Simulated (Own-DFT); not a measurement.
Simulation results for SiGe3 (diamond-structure random alloy, atoms displaced)

A calculation, not a measurement: plane-wave PBE density functional theory by an unreviewed code, no spin, of a simulated periodic cell, stress positive in tension, free energy of the whole cell less one offset for each atom, forces on such cells passed a denser k mesh, this cell's mesh not checked; offsets are fitted by least squares, one for each functional and potential file, so energies compare only between cells with the same atoms and settings and are not formation energies; the far tail of each file's local potential was reset to the Coulomb form; each entry is a single point on an unrelaxed cell, so the pressure reflects the starting lattice, mostly measured values, from which strain is counted, and rises with the displacements; printed positions are rounded, which can move forces by about a meV/angstrom; the program is a retired in-house code; no spin-orbit coupling. Program: Own-DFT development build.

Settings shared by all entries: functional PBE; potential files PseudoDojo norm-conserving, scalar-relativistic, standard set; wave cutoff 42 hartree; occupations Fermi-Dirac; smearing width 0.1 eV; k mesh 3 x 3 x 3 centred on Gamma.

(1) 
```cif
# cell vector a (Å): 11.2025 0.0000 0.0000
# cell vector b (Å): 0.0000 11.2025 0.0000
# cell vector c (Å): 0.0000 0.0000 11.2025
data_SiGe3
_symmetry_space_group_name_H-M 'P 1'
_symmetry_Int_Tables_number 1
_cell_length_a 11.2025
_cell_length_b 11.2025
_cell_length_c 11.2025
_cell_angle_alpha 90.000
_cell_angle_beta 90.000
_cell_angle_gamma 90.000
_cell_volume 1405.87
loop_
_atom_site_label
_atom_site_type_symbol
_atom_site_fract_x
_atom_site_fract_y
_atom_site_fract_z
_atom_site_occupancy
Ge1 Ge 0.99239 0.99109 0.00232 1
Ge2 Ge 0.99461 0.25439 0.24708 1
Ge3 Ge 0.25496 0.99862 0.24567 1
Ge4 Ge 0.25560 0.24966 0.00753 1
Ge5 Ge 0.12881 0.13089 0.12527 1
Ge6 Ge 0.11721 0.37316 0.38102 1
Ge7 Ge 0.36951 0.12147 0.36770 1
Ge8 Ge 0.37193 0.37270 0.13046 1
Ge9 Ge 0.00036 0.00715 0.49388 1
Ge10 Ge 0.98814 0.24950 0.75666 1
Ge11 Ge 0.24982 0.99295 0.74838 1
Ge12 Ge 0.25663 0.24636 0.49479 1
Si1 Si 0.13299 0.11998 0.63069 1
Ge13 Ge 0.12839 0.37352 0.88321 1
Si2 Si 0.37452 0.12094 0.87451 1
Si3 Si 0.36763 0.37909 0.62585 1
Si4 Si 0.00001 0.50622 0.00340 1
Si5 Si 0.99824 0.74265 0.24725 1
Ge14 Ge 0.24946 0.49584 0.25305 1
Ge15 Ge 0.24266 0.75273 0.00545 1
Ge16 Ge 0.12544 0.61829 0.11310 1
Si6 Si 0.12131 0.87713 0.36270 1
Ge17 Ge 0.37368 0.61929 0.37526 1
Ge18 Ge 0.37634 0.87364 0.12370 1
Ge19 Ge 0.00733 0.50986 0.49135 1
Ge20 Ge 0.00387 0.74601 0.75274 1
Ge21 Ge 0.25716 0.50523 0.74151 1
Ge22 Ge 0.25459 0.75670 0.50298 1
Ge23 Ge 0.12059 0.62955 0.62949 1
Ge24 Ge 0.12592 0.87506 0.87395 1
Ge25 Ge 0.37164 0.63135 0.87441 1
Ge26 Ge 0.37172 0.86662 0.62148 1
Si7 Si 0.49992 0.99025 0.00394 1
Ge27 Ge 0.49224 0.24943 0.24658 1
Ge28 Ge 0.75728 0.00215 0.25541 1
Ge29 Ge 0.75479 0.24543 0.00438 1
Si8 Si 0.62724 0.12177 0.12884 1
Si9 Si 0.62720 0.38275 0.36811 1
Ge30 Ge 0.87567 0.12806 0.37782 1
Ge31 Ge 0.87702 0.37348 0.13687 1
Si10 Si 0.50076 0.99211 0.50548 1
Ge32 Ge 0.50168 0.24723 0.74131 1
Ge33 Ge 0.74890 0.99754 0.74808 1
Si11 Si 0.75337 0.25309 0.48936 1
Ge34 Ge 0.62507 0.12822 0.62593 1
Ge35 Ge 0.62344 0.36964 0.87201 1
Si12 Si 0.88183 0.12344 0.87692 1
Ge36 Ge 0.87317 0.36766 0.62404 1
Ge37 Ge 0.49667 0.49662 0.99041 1
Ge38 Ge 0.50155 0.74379 0.24921 1
Ge39 Ge 0.74813 0.49794 0.25731 1
Si13 Si 0.75356 0.74183 0.99502 1
Si14 Si 0.61569 0.61152 0.11653 1
Ge40 Ge 0.62708 0.88248 0.37929 1
Ge41 Ge 0.87215 0.63010 0.36538 1
Ge42 Ge 0.87069 0.87781 0.13357 1
Ge43 Ge 0.48759 0.50431 0.50274 1
Ge44 Ge 0.49675 0.74843 0.75541 1
Si15 Si 0.74609 0.50630 0.74723 1
Ge45 Ge 0.74864 0.75368 0.50295 1
Ge46 Ge 0.62559 0.62830 0.62115 1
Si16 Si 0.62063 0.88059 0.86675 1
Ge47 Ge 0.87497 0.62247 0.87735 1
Ge48 Ge 0.88470 0.88204 0.63222 1
_calc_free_energy_of_cell_above_offsets '-4.867'  # eV
_calc_pressure 3.92  # GPa
_calc_stress_xx -3.9  # GPa
_calc_stress_yy -3.99  # GPa
_calc_stress_zz -3.87  # GPa
_calc_stress_yz -0.13  # GPa
_calc_stress_xz 0.19  # GPa
_calc_stress_xy 0.07  # GPa
```

Force:
```tsv
element	x (eV/Å)	y (eV/Å)	z (eV/Å)
Ge	0.967	1.172	-0.165
Ge	1.478	-1.32	1.155
Ge	-1.32	-0.296	-0.212
Ge	0.058	-0.456	-1.378
Ge	-0.96	-1.064	0.011
Ge	1.019	-0.475	-0.699
Ge	1.604	-0.509	1.303
Ge	0.509	1.032	-0.845
Ge	1.383	-0.68	0.774
Ge	2.178	-0.26	-0.465
Ge	0.589	0.684	0.267
Ge	-1.022	0.353	1.259
Si	-1.033	0.998	-0.642
Ge	-0.424	0.682	-0.676
Si	0.552	-0.166	0.319
Si	1.022	-1.186	-0.685
Si	-0.743	-1.848	-0.631
Si	0.937	0.931	-0.677
Ge	-0.894	0.043	-0.128
Ge	0.788	0.18	-0.733
Ge	-0.063	0.532	2.126
Si	0.093	-0.586	0.78
Ge	-0.597	1.346	-0.355
Ge	0.238	-0.602	0.226
Ge	-1.482	-0.216	1.131
Ge	-0.783	0.641	0.645
Ge	-1.301	-0.264	1.226
Ge	-2.209	-1.174	-1.98
Ge	1.146	-0.295	-1.185
Ge	-0.458	-0.136	0.427
Ge	-0.374	-0.46	0.635
Ge	1.593	1.335	1.171
Si	0.685	1.423	-0.87
Ge	1.948	-0.282	0.523
Ge	-1.318	0.611	-0.074
Ge	-0.205	-0.071	-0.241
Si	-0.547	-0.247	-0.373
Si	-1.496	-1.476	1.653
Ge	-0.019	0.54	-0.436
Ge	-0.873	1.531	-2.027
Si	-0.521	1.244	-0.262
Ge	-1.534	0.587	0.988
Ge	0.31	1.026	0.794
Si	-1.347	0.34	0.635
Ge	0.765	-0.666	-1.769
Ge	0.824	0.314	-0.223
Si	-1.421	-0.829	0.445
Ge	-0.338	1.652	-0.554
Ge	-0.564	-0.414	0.497
Ge	0.481	0.131	-0.102
Ge	-0.256	0.817	-1.753
Si	-1.677	1.167	0.828
Si	1.452	1.13	0.428
Ge	-0.366	-0.773	-0.424
Ge	-0.031	0.111	1.247
Ge	0.138	-1.978	-0.821
Ge	1.71	-1.3	0.195
Ge	0.849	0.573	-0.785
Si	0.3	-1.1	0.1
Ge	1.024	0.472	-0.138
Ge	-0.599	-0.343	0.59
Si	0.446	-1.004	1.41
Ge	0.033	-0.366	-0.508
Ge	-0.346	-0.757	-0.97
```

(2) 
```cif
# cell vector a (Å): 11.2025 0.0000 0.0000
# cell vector b (Å): 0.0000 11.2025 0.0000
# cell vector c (Å): 0.0000 0.0000 11.2025
data_SiGe3
_symmetry_space_group_name_H-M 'P 1'
_symmetry_Int_Tables_number 1
_cell_length_a 11.2025
_cell_length_b 11.2025
_cell_length_c 11.2025
_cell_angle_alpha 90.000
_cell_angle_beta 90.000
_cell_angle_gamma 90.000
_cell_volume 1405.87
loop_
_atom_site_label
_atom_site_type_symbol
_atom_site_fract_x
_atom_site_fract_y
_atom_site_fract_z
_atom_site_occupancy
Ge1 Ge 0.00204 0.00755 0.00007 1
Ge2 Ge 0.99010 0.25383 0.25078 1
Ge3 Ge 0.24181 0.00648 0.25200 1
Ge4 Ge 0.25283 0.25150 0.99394 1
Ge5 Ge 0.13777 0.12543 0.11693 1
Si1 Si 0.12421 0.37128 0.37840 1
Si2 Si 0.37360 0.12842 0.37312 1
Si3 Si 0.38082 0.37917 0.12448 1
Ge6 Ge 0.99948 0.99531 0.49670 1
Ge7 Ge 0.00430 0.25543 0.75772 1
Ge8 Ge 0.25162 0.99630 0.74756 1
Ge9 Ge 0.25778 0.24805 0.50298 1
Ge10 Ge 0.12189 0.12571 0.62219 1
Ge11 Ge 0.11251 0.37246 0.86929 1
Si4 Si 0.37147 0.12192 0.87803 1
Ge12 Ge 0.37986 0.37626 0.62925 1
Ge13 Ge 0.00357 0.50535 0.99939 1
Ge14 Ge 0.99638 0.74324 0.25099 1
Ge15 Ge 0.24843 0.49884 0.25018 1
Ge16 Ge 0.25649 0.75350 0.99999 1
Si5 Si 0.12402 0.61994 0.12373 1
Ge17 Ge 0.12281 0.87555 0.38423 1
Ge18 Ge 0.37891 0.63073 0.38052 1
Ge19 Ge 0.36936 0.87878 0.12201 1
Ge20 Ge 0.00184 0.49368 0.49502 1
Ge21 Ge 0.99788 0.75412 0.75780 1
Ge22 Ge 0.25788 0.50686 0.75744 1
Ge23 Ge 0.24669 0.75671 0.49621 1
Si6 Si 0.12465 0.61769 0.62384 1
Si7 Si 0.12929 0.87357 0.86429 1
Ge24 Ge 0.37745 0.62819 0.87084 1
Ge25 Ge 0.37595 0.88102 0.62441 1
Ge26 Ge 0.48819 0.99187 0.99839 1
Ge27 Ge 0.49644 0.25283 0.24733 1
Si8 Si 0.74594 0.00356 0.26186 1
Ge28 Ge 0.74828 0.24650 0.00383 1
Si9 Si 0.62837 0.12744 0.12383 1
Ge29 Ge 0.62794 0.37619 0.36736 1
Ge30 Ge 0.88034 0.12295 0.36986 1
Si10 Si 0.87081 0.37148 0.11936 1
Ge31 Ge 0.50631 0.00994 0.49917 1
Ge32 Ge 0.49790 0.24289 0.76536 1
Ge33 Ge 0.75310 0.00610 0.74789 1
Ge34 Ge 0.75840 0.24156 0.50428 1
Si11 Si 0.62931 0.11821 0.63797 1
Ge35 Ge 0.62191 0.36790 0.88271 1
Si12 Si 0.88151 0.12798 0.87006 1
Ge36 Ge 0.87580 0.36830 0.61803 1
Ge37 Ge 0.51206 0.50130 0.00466 1
Ge38 Ge 0.50451 0.75306 0.24530 1
Ge39 Ge 0.74936 0.49537 0.25900 1
Ge40 Ge 0.75406 0.75363 0.99907 1
Si13 Si 0.61891 0.62654 0.12183 1
Si14 Si 0.62290 0.87941 0.38366 1
Ge41 Ge 0.86434 0.61834 0.37878 1
Ge42 Ge 0.86818 0.87385 0.12517 1
Ge43 Ge 0.50163 0.50905 0.49238 1
Ge44 Ge 0.49745 0.76394 0.74299 1
Ge45 Ge 0.75086 0.50093 0.74768 1
Ge46 Ge 0.74765 0.75437 0.49615 1
Ge47 Ge 0.62193 0.63044 0.62702 1
Si15 Si 0.62342 0.87057 0.86994 1
Si16 Si 0.87664 0.62233 0.88867 1
Ge48 Ge 0.88054 0.87504 0.63569 1
_calc_free_energy_of_cell_above_offsets '-4.951'  # eV
_calc_pressure 3.94  # GPa
_calc_stress_xx -3.93  # GPa
_calc_stress_yy -4.11  # GPa
_calc_stress_zz -3.79  # GPa
_calc_stress_yz -0.37  # GPa
_calc_stress_xz -0.97  # GPa
_calc_stress_xy -0.31  # GPa
```

Force:
```tsv
element	x (eV/Å)	y (eV/Å)	z (eV/Å)
Ge	0.033	-1.184	-0.714
Ge	1.753	0.299	-0.965
Ge	0.955	-0.793	0.672
Ge	0.477	1.055	0.073
Ge	-1.714	0.942	0.74
Si	0.49	-0.332	-0.688
Si	0.391	-0.214	-0.116
Si	-0.756	0.079	-0.337
Ge	-0.608	0.764	1.087
Ge	-1.825	-1.86	-2.505
Ge	-0.39	1.097	0.345
Ge	-0.709	0.427	-0.243
Ge	0.35	-0.11	0.333
Ge	2.871	2.078	1.758
Si	-0.327	-0.537	-0.228
Ge	0.422	0.183	-0.053
Ge	-0.537	-1.171	0.726
Ge	0.152	0.055	-0.093
Ge	0.172	-0.15	0.175
Ge	-1.706	-0.802	-0.511
Si	0.73	0.985	0.324
Ge	-0.222	-0.203	-2.124
Ge	-0.993	0.438	-1.483
Ge	-0.077	-0.24	1.827
Ge	0.104	0.549	0.55
Ge	0.621	-2.02	-0.036
Ge	-1.651	-1.201	-1.252
Ge	0.536	-1.288	1.573
Si	-0.031	0.936	0.247
Si	-0.125	0.365	1.706
Ge	1.37	0.645	1.178
Ge	-0.25	0.363	-1.421
Ge	2.131	1.222	-0.53
Ge	0.3	-0.572	-0.275
Si	-0.458	-0.424	-1.23
Ge	0.923	-0.403	-0.673
Si	-0.945	-1.301	0.791
Ge	-0.869	-1.322	1.847
Ge	-0.627	-0.538	0.553
Si	0.277	1.058	0.602
Ge	-0.61	0.005	0.3
Ge	0.143	-0.129	-1.388
Ge	0.338	-1.109	1.502
Ge	-1.756	-0.381	-0.483
Si	-0.857	1.698	-1.275
Ge	0.932	0.736	-0.698
Si	-0.708	0.024	0.864
Ge	0.506	0.898	1.198
Ge	-1.708	-0.1	-0.58
Ge	-0.287	0.453	0.53
Ge	0.174	0.627	-3.025
Ge	-1.474	-0.87	-0.303
Si	1.972	0.459	0.966
Si	0.187	0.018	-1.288
Ge	1.301	0.733	0.154
Ge	0.697	1.298	1.033
Ge	0.663	-1.414	1.177
Ge	0.439	-1.333	0.708
Ge	0.166	-0.232	0.7
Ge	0.269	0.137	1.125
Ge	0.248	0.005	-0.274
Si	0.484	0.98	0.574
Si	-0.498	0.5	-1.68
Ge	-0.864	0.121	-1.466
```

(3) 
```cif
# cell vector a (Å): 11.2025 0.0000 0.0000
# cell vector b (Å): 0.0000 11.2025 0.0000
# cell vector c (Å): 0.0000 0.0000 11.2025
data_SiGe3
_symmetry_space_group_name_H-M 'P 1'
_symmetry_Int_Tables_number 1
_cell_length_a 11.2025
_cell_length_b 11.2025
_cell_length_c 11.2025
_cell_angle_alpha 90.000
_cell_angle_beta 90.000
_cell_angle_gamma 90.000
_cell_volume 1405.87
loop_
_atom_site_label
_atom_site_type_symbol
_atom_site_fract_x
_atom_site_fract_y
_atom_site_fract_z
_atom_site_occupancy
Ge1 Ge 0.00952 0.00511 0.00148 1
Si1 Si 0.00005 0.24339 0.24386 1
Ge2 Ge 0.25094 0.01034 0.25863 1
Ge3 Ge 0.24575 0.24703 0.99969 1
Ge4 Ge 0.11593 0.12674 0.11561 1
Ge5 Ge 0.12345 0.37733 0.37907 1
Ge6 Ge 0.37594 0.11882 0.37268 1
Si2 Si 0.37546 0.38169 0.13176 1
Si3 Si 0.00789 0.00526 0.50131 1
Ge7 Ge 0.99654 0.23910 0.75184 1
Ge8 Ge 0.25189 0.99532 0.74342 1
Ge9 Ge 0.25044 0.24861 0.49223 1
Ge10 Ge 0.12842 0.11805 0.62946 1
Si4 Si 0.13354 0.36946 0.86572 1
Ge11 Ge 0.37687 0.13166 0.88209 1
Ge12 Ge 0.37537 0.37160 0.63106 1
Ge13 Ge 0.00561 0.49209 0.99834 1
Si5 Si 0.01056 0.75286 0.25314 1
Si6 Si 0.25336 0.50431 0.25540 1
Ge14 Ge 0.25330 0.74834 0.01411 1
Ge15 Ge 0.12661 0.62891 0.12192 1
Ge16 Ge 0.12510 0.87997 0.37548 1
Ge17 Ge 0.36907 0.62266 0.38336 1
Ge18 Ge 0.37266 0.87235 0.13686 1
Si7 Si 0.00699 0.49562 0.49045 1
Ge19 Ge 0.00158 0.74936 0.75489 1
Si8 Si 0.24816 0.51384 0.75356 1
Ge20 Ge 0.25964 0.74333 0.48995 1
Ge21 Ge 0.12788 0.62312 0.62283 1
Ge22 Ge 0.12808 0.86557 0.87559 1
Si9 Si 0.37963 0.62530 0.87371 1
Ge23 Ge 0.37500 0.87977 0.61821 1
Si10 Si 0.50607 0.00791 0.00619 1
Ge24 Ge 0.49757 0.25036 0.25045 1
Ge25 Ge 0.75157 0.00244 0.25310 1
Ge26 Ge 0.74992 0.24691 0.00828 1
Ge27 Ge 0.62956 0.12333 0.12402 1
Ge28 Ge 0.63319 0.37781 0.38070 1
Ge29 Ge 0.87588 0.11476 0.37659 1
Ge30 Ge 0.87288 0.38062 0.12325 1
Ge31 Ge 0.49727 0.98958 0.49896 1
Ge32 Ge 0.49507 0.24728 0.74559 1
Si11 Si 0.75637 0.99390 0.74411 1
Ge33 Ge 0.75740 0.25288 0.51003 1
Ge34 Ge 0.62357 0.12087 0.62728 1
Ge35 Ge 0.61563 0.38121 0.86830 1
Ge36 Ge 0.86991 0.12320 0.86359 1
Si12 Si 0.87785 0.37660 0.62104 1
Ge37 Ge 0.48841 0.50313 0.99871 1
Ge38 Ge 0.49885 0.74833 0.24690 1
Ge39 Ge 0.74992 0.48457 0.25255 1
Ge40 Ge 0.74877 0.74040 0.00745 1
Ge41 Ge 0.62807 0.62353 0.12598 1
Ge42 Ge 0.62668 0.87424 0.36772 1
Si13 Si 0.87073 0.62792 0.37900 1
Ge43 Ge 0.87106 0.86583 0.12514 1
Si14 Si 0.49321 0.50270 0.50707 1
Ge44 Ge 0.49882 0.75181 0.76720 1
Ge45 Ge 0.74563 0.49551 0.75369 1
Ge46 Ge 0.74769 0.74755 0.50052 1
Si15 Si 0.61834 0.62865 0.61897 1
Si16 Si 0.62980 0.87575 0.88055 1
Ge47 Ge 0.87859 0.61621 0.87339 1
Ge48 Ge 0.87740 0.88304 0.62170 1
_calc_free_energy_of_cell_above_offsets '-4.369'  # eV
_calc_pressure 4.06  # GPa
_calc_stress_xx -4.23  # GPa
_calc_stress_yy -4.02  # GPa
_calc_stress_zz -3.94  # GPa
_calc_stress_yz -0.37  # GPa
_calc_stress_xz 0.47  # GPa
_calc_stress_xy -0.85  # GPa
```

Force:
```tsv
element	x (eV/Å)	y (eV/Å)	z (eV/Å)
Ge	-2.419	-2.213	-1.834
Si	-0.631	0.972	0.867
Ge	-1.394	-1.056	-1.904
Ge	0.558	1.572	0.506
Ge	1.712	0.76	2.098
Ge	0.521	-1.008	-2.134
Ge	1.08	1.238	1.049
Si	-0.832	-0.548	-0.234
Si	-0.504	-0.705	-0.044
Ge	0.83	1.993	-1.108
Ge	0.331	-0.008	1.67
Ge	0.101	-0.11	1.169
Ge	-0.218	1.105	-0.845
Si	-0.545	0.483	0.203
Ge	0.172	-1.392	-0.51
Ge	-1.182	1.214	-0.747
Ge	0.581	0.063	-0.52
Si	-1.618	-0.537	-0.003
Si	-0.686	-0.503	-0.626
Ge	0.817	0.179	-2.124
Ge	-0.54	-1.292	1.436
Ge	0.228	-0.326	0.372
Ge	2.372	-1.519	-2.067
Ge	0.363	1.727	-0.833
Si	-1.941	1.313	1.576
Ge	-0.595	-0.218	-1.063
Si	0.581	-1.475	0.09
Ge	-2.291	2.301	2.142
Ge	-0.466	0.228	-0.544
Ge	0.673	0.928	0.62
Si	-1.718	0.229	0.795
Ge	-0.189	-1.975	1.165
Si	-0.638	-1.533	-0.693
Ge	0.689	0.373	0.008
Ge	-0.047	-0.835	-0.822
Ge	0.025	0.866	-1.953
Ge	-0.621	0.244	1.008
Ge	-1.986	-0.87	1.083
Ge	0.837	1.559	0.351
Ge	1.147	-1.486	0.133
Ge	1.366	1.248	-0.711
Ge	0.799	-0.221	0.769
Si	-1.566	0.092	0.853
Ge	-0.435	-0.871	-0.745
Ge	0.319	-0.337	-0.248
Ge	-0.022	-1.36	1.375
Ge	-0.308	-0.634	1.979
Si	0.975	0.512	0.818
Ge	0.919	-0.311	0.456
Ge	0.296	-0.806	0.958
Ge	0.456	2.686	0.002
Ge	0.459	0.664	-1.771
Ge	-0.975	-1.302	0.609
Ge	-0.204	-0.366	0.51
Si	1.359	-0.749	-0.909
Ge	1.377	0.944	0.581
Si	0.854	-0.431	-0.246
Ge	0.74	0.593	-1.951
Ge	0.481	0.811	-1.879
Ge	0.062	0.451	0.145
Si	-0.017	-0.32	1.374
Si	0.173	0.567	0.273
Ge	-0.348	0.403	0.403
Ge	0.682	-0.998	-0.378
```

(4) 
```cif
# cell vector a (Å): 11.2025 0.0000 0.0000
# cell vector b (Å): 0.0000 11.2025 0.0000
# cell vector c (Å): 0.0000 0.0000 11.2025
data_SiGe3
_symmetry_space_group_name_H-M 'P 1'
_symmetry_Int_Tables_number 1
_cell_length_a 11.2025
_cell_length_b 11.2025
_cell_length_c 11.2025
_cell_angle_alpha 90.000
_cell_angle_beta 90.000
_cell_angle_gamma 90.000
_cell_volume 1405.87
loop_
_atom_site_label
_atom_site_type_symbol
_atom_site_fract_x
_atom_site_fract_y
_atom_site_fract_z
_atom_site_occupancy
Ge1 Ge 0.00004 0.00338 0.00179 1
Ge2 Ge 0.00041 0.24651 0.25141 1
Ge3 Ge 0.25249 0.01087 0.25421 1
Si1 Si 0.24768 0.24927 0.00543 1
Si2 Si 0.12458 0.12291 0.12841 1
Ge4 Ge 0.13199 0.36803 0.37897 1
Ge5 Ge 0.37443 0.12107 0.37221 1
Ge6 Ge 0.38362 0.37530 0.11894 1
Ge7 Ge 0.99766 0.99945 0.49746 1
Ge8 Ge 0.00545 0.25951 0.75120 1
Ge9 Ge 0.24459 0.99914 0.75736 1
Ge10 Ge 0.25289 0.25433 0.49584 1
Ge11 Ge 0.12861 0.13873 0.62861 1
Si3 Si 0.13136 0.37608 0.87807 1
Si4 Si 0.37231 0.11489 0.87272 1
Ge12 Ge 0.37516 0.37609 0.62681 1
Ge13 Ge 0.00265 0.50372 0.00078 1
Ge14 Ge 0.00080 0.75111 0.25270 1
Ge15 Ge 0.25672 0.49935 0.24505 1
Ge16 Ge 0.24581 0.75064 0.99391 1
Ge17 Ge 0.12470 0.61989 0.12780 1
Si5 Si 0.12878 0.87770 0.37893 1
Ge18 Ge 0.37059 0.61588 0.37584 1
Ge19 Ge 0.37858 0.87203 0.12563 1
Ge20 Ge 0.99796 0.50592 0.50068 1
Si6 Si 0.00390 0.73659 0.74998 1
Ge21 Ge 0.24447 0.49487 0.74819 1
Ge22 Ge 0.25646 0.74985 0.49969 1
Ge23 Ge 0.12936 0.62579 0.63895 1
Ge24 Ge 0.12632 0.87856 0.87511 1
Ge25 Ge 0.37229 0.63306 0.88516 1
Si7 Si 0.37430 0.87671 0.62630 1
Si8 Si 0.50271 0.00075 0.00312 1
Si9 Si 0.50353 0.26325 0.24422 1
Ge26 Ge 0.74373 0.00152 0.25158 1
Ge27 Ge 0.75972 0.24545 0.98940 1
Ge28 Ge 0.63763 0.11986 0.12811 1
Ge29 Ge 0.61248 0.37114 0.37378 1
Ge30 Ge 0.87968 0.13306 0.37459 1
Si10 Si 0.87624 0.36951 0.12054 1
Si11 Si 0.50790 0.99379 0.51148 1
Si12 Si 0.49610 0.24872 0.76104 1
Ge31 Ge 0.74889 0.00318 0.75737 1
Si13 Si 0.74346 0.25425 0.49185 1
Si14 Si 0.61932 0.12824 0.62604 1
Ge32 Ge 0.62381 0.37649 0.87730 1
Ge33 Ge 0.88072 0.11859 0.87454 1
Ge34 Ge 0.87193 0.38013 0.62075 1
Ge35 Ge 0.50575 0.50315 0.99728 1
Ge36 Ge 0.50670 0.74551 0.25335 1
Ge37 Ge 0.75139 0.50109 0.24933 1
Ge38 Ge 0.74615 0.75323 0.99559 1
Ge39 Ge 0.62490 0.62711 0.12365 1
Ge40 Ge 0.63306 0.87049 0.37822 1
Ge41 Ge 0.89211 0.62385 0.37531 1
Ge42 Ge 0.87627 0.88293 0.12337 1
Ge43 Ge 0.50841 0.49612 0.50807 1
Ge44 Ge 0.49954 0.75726 0.75117 1
Ge45 Ge 0.74578 0.49226 0.74877 1
Ge46 Ge 0.74958 0.75684 0.50530 1
Si15 Si 0.61940 0.63149 0.62699 1
Ge47 Ge 0.62126 0.86745 0.87092 1
Ge48 Ge 0.87765 0.62077 0.86963 1
Si16 Si 0.87355 0.87176 0.62129 1
_calc_free_energy_of_cell_above_offsets '-5.101'  # eV
_calc_pressure 3.94  # GPa
_calc_stress_xx -3.93  # GPa
_calc_stress_yy -3.8  # GPa
_calc_stress_zz -4.07  # GPa
_calc_stress_yz 0.26  # GPa
_calc_stress_xz -0.67  # GPa
_calc_stress_xy 0.16  # GPa
```

Force:
```tsv
element	x (eV/Å)	y (eV/Å)	z (eV/Å)
Ge	1.022	-0.132	0.296
Ge	0.575	0.943	-1.054
Ge	-0.996	-2.091	-1.06
Si	0.344	-0.623	-0.703
Si	0.199	0.635	-0.339
Ge	-1.256	1.643	-1.116
Ge	2.276	1.268	1.13
Ge	-0.777	-0.108	-0.257
Ge	0.49	0.096	0.795
Ge	-0.718	-0.043	0.386
Ge	0.821	0.45	-1.78
Ge	1.143	-1.08	0.858
Ge	-0.19	-1.333	-0.521
Si	-0.392	-0.191	0.735
Si	0.572	1.139	1.485
Ge	0.498	-0.607	0.5
Ge	-0.302	-1.281	-0.16
Ge	0.93	1.055	-0.54
Ge	-0.65	-0.964	0.099
Ge	-0.349	0.499	1.878
Ge	0.234	1.021	-0.106
Si	0.013	0	-0.406
Ge	1.408	0.505	0.468
Ge	-0.193	0.484	0.083
Ge	1.863	-1.037	0.91
Si	-1.008	2.494	0.179
Ge	1.356	0.122	1.281
Ge	-0.633	0.267	0.413
Ge	-0.053	0.055	-2.171
Ge	-1.598	-1.11	-0.062
Ge	0.681	-1.328	-1.872
Si	0.02	0.357	0.077
Si	-0.171	-0.133	-0.407
Si	-0.502	-2.638	-0.245
Ge	1.868	-0.527	1.131
Ge	-0.587	0.475	1.193
Ge	-1.967	1.841	-1.369
Ge	1.749	0.85	0.104
Ge	-1.503	-0.906	0.537
Si	0.097	0.514	0.293
Si	-0.742	0.348	-0.871
Si	-0.232	-0.421	-0.883
Ge	-0.186	-0.684	-1.595
Si	0.197	-0.667	0.992
Si	0.641	0.516	0.327
Ge	0.041	-1.036	-0.239
Ge	0.492	0.913	-0.931
Ge	-0.215	-0.951	-0.377
Ge	-0.571	0.358	0.189
Ge	-1.002	0.205	0.359
Ge	0.394	-0.559	0.054
Ge	1.12	-0.46	0.293
Ge	0.738	-0.195	0.076
Ge	-1.277	0.78	-0.026
Ge	-2.705	0.678	-0.242
Ge	-0.636	-0.947	0.417
Ge	-0.891	0.882	-0.145
Ge	-1.309	-1.216	-0.906
Ge	-0.22	1.441	-0.434
Ge	0.687	-1.921	-0.033
Si	0.849	-0.32	0.241
Ge	0.337	2.018	1.084
Ge	-0.685	0.161	0.435
Si	0.861	0.495	1.55
```
